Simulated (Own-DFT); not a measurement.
# How HSE06 shifts the pressure of corundum Al2O3, 78 atoms (Al32O46), with two O vacancies

These are calculations. Each geometry was run twice at fixed positions with Own-DFT, a retired in-house plane-wave program that no person has reviewed: with PBE, and with HSE06 (exact exchange share 0.25 at short range, screening 0.11 per bohr, Gygi-Baldereschi treatment of its divergence). Both used PseudoDojo norm-conserving files made for PBE, a cutoff of 48 hartree, the Gamma point alone, fixed occupations, a neutral cell and no spin. The unstrained cell is 7.9 Å across at its thinnest, so Gamma alone is coarse and defects feel their images. The oxygen file's force components were 24 meV/Å off all-electron values in a glass.

Unstrained cell vectors in Å: (5.494, 0.000, 8.660); (-2.747, 4.758, 8.660); (-2.747, -4.758, 8.660), volume V0 = 679.1 Å³, from measured lattice constants. Each geometry has its own random strain of a few per cent, its own defect sites and random moves of rms u per axis. HSE06 gave the energy alone. D is its energy less that of PBE, over the lowest D shown. The PBE stress wasn't checked against mesh or cutoff.

| run | V - V0 (Å³) | u (Å) | P with PBE (GPa) | D (eV) |
|---|---|---|---|---|
| 1 | -14.8 | 0.0474 | 14.89 | 0.398 |
| 2 | -3.4 | 0.0500 | 10.00 | 0.924 |
| 3 | -23.8 | 0.0520 | 19.01 | 0.070 |
| 4 | -15.4 | 0.0317 | 13.59 | 0.212 |
| 5 | 8.0 | 0.0495 | 6.06 | 1.303 |
| 6 | -15.2 | 0.0325 | 13.23 | 0.303 |
| 7 | -17.9 | 0.0306 | 14.28 | 0.220 |
| 8 | -14.7 | 0.0519 | 15.64 | 0.423 |
| 9 | 12.2 | 0.0316 | 2.87 | 1.436 |
| 10 | -13.4 | 0.0498 | 14.86 | 0.526 |
| 11 | 1.0 | 0.0310 | 7.11 | 0.929 |
| 12 | -23.0 | 0.0307 | 16.42 | 0.000 |
| 13 | -13.1 | 0.0491 | 14.19 | ? |

## Analysis

D = 0.83 + 0.0403 (V - V0) + 75 u² eV, with an error of 0.0011 on the volume slope, 15 on the last term and a scatter of 0.04 eV. Pressure is -dE/dV, and 1 eV/Å³ is 160.2 GPa, so HSE06 changes the pressure by -6.5 ± 0.2 GPa. With the ions held to the strained lattice, the PBE pressure falls by 267 ± 5 GPa per unit of volume strain; the shape of the strain isn't fitted, so the true error is larger, and a relaxed crystal would be softer. On that slope HSE06's volume at a given pressure is about 2.4 % smaller, or 0.8 % in lengths. At u = 0 and V0 the PBE pressure is 6.2 GPa, which puts the zero-pressure volume, against the measured cell and with the defects in, at +2.3 % for PBE and -0.1 % for HSE06, each good to a few tenths of a per cent.

## The run left out

Asked: what D should run 13 give?

The fit gives 0.49 eV, with rows scattering by 0.04. The calculation gave 0.526 eV.
